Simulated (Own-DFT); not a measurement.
# A surface energy from a slab and the bulk: wurtzite AlN, m plane (10-10)

Calculated, not measured: single-point runs of Own-DFT, a retired in-house plane-wave DFT program that no person has reviewed, on unrelaxed cells, without spin or spin-orbit coupling.

Keep in mind (not all hold for every row): some atoms lie very close together; k mesh not checked against a denser one.

Both sets of runs: PBE; PseudoDojo norm-conserving scalar-relativistic files; cutoff 42 hartree; Gaussian smearing of 0.01 eV. The slab has 128 atoms in 16 layers, two equal faces of 62.02 Å² as cut, 15 Å of vacuum, a dipole correction along the normal and a 6 x 3 x 1 mesh. The bulk cell has 72 atoms, the same measured lattice constants and a 4 x 4 x 3 mesh. All atoms were moved at random; u is the rms move along one axis. Energies are counted from -174.06 eV for each atom.

```
slab run   u (Å)  E (eV, cell)
       1  0.0188        20.714
       2  0.0191        19.982
       3  0.0203        20.856
       4  0.0208        20.875
       5  0.0211        20.530
       6  0.0498        29.981
       7  0.0501        29.810
       8  0.0516        28.907
       9  0.0546        29.973
      10  0.0928        56.759
      11  0.0999        60.817
      12  0.1036        58.961
```

| bulk run | u (Å) | E (meV/atom) |
|---|---|---|
| 1 | 0.0190 | -3.37 |
| 2 | 0.0193 | -1.59 |
| 3 | 0.0211 | 0.14 |
| 4 | 0.0213 | -1.04 |
| 5 | 0.0215 | -0.09 |
| 6 | 0.0934 | 252.65 |
| 7 | 0.0960 | 284.36 |
| 8 | 0.1047 | 351.29 |
| 9 | 0.1057 | 346.98 |
| 10 | 0.1064 | 396.87 |

Q: what is the energy of the unrelaxed surface?

## Working it out

Take each set to u = 0 with E = a + b u². Rows are weighted down as u grows, with residuals divided by u² + 0.0006 Å². Slab: a = 18.96 ± 0.16 eV. Bulk: a = -15.0 ± 0.8 meV/atom. The excess is 18.96 - 128 x (-0.0150) = 20.88 ± 0.19 eV. Over two faces that is 168 meV/Å², or 2.70 ± 0.02 J/m². Relaxing the faces would lower the energy, and the unlike meshes and the reach from the smallest u down to zero add errors that aren't counted here.
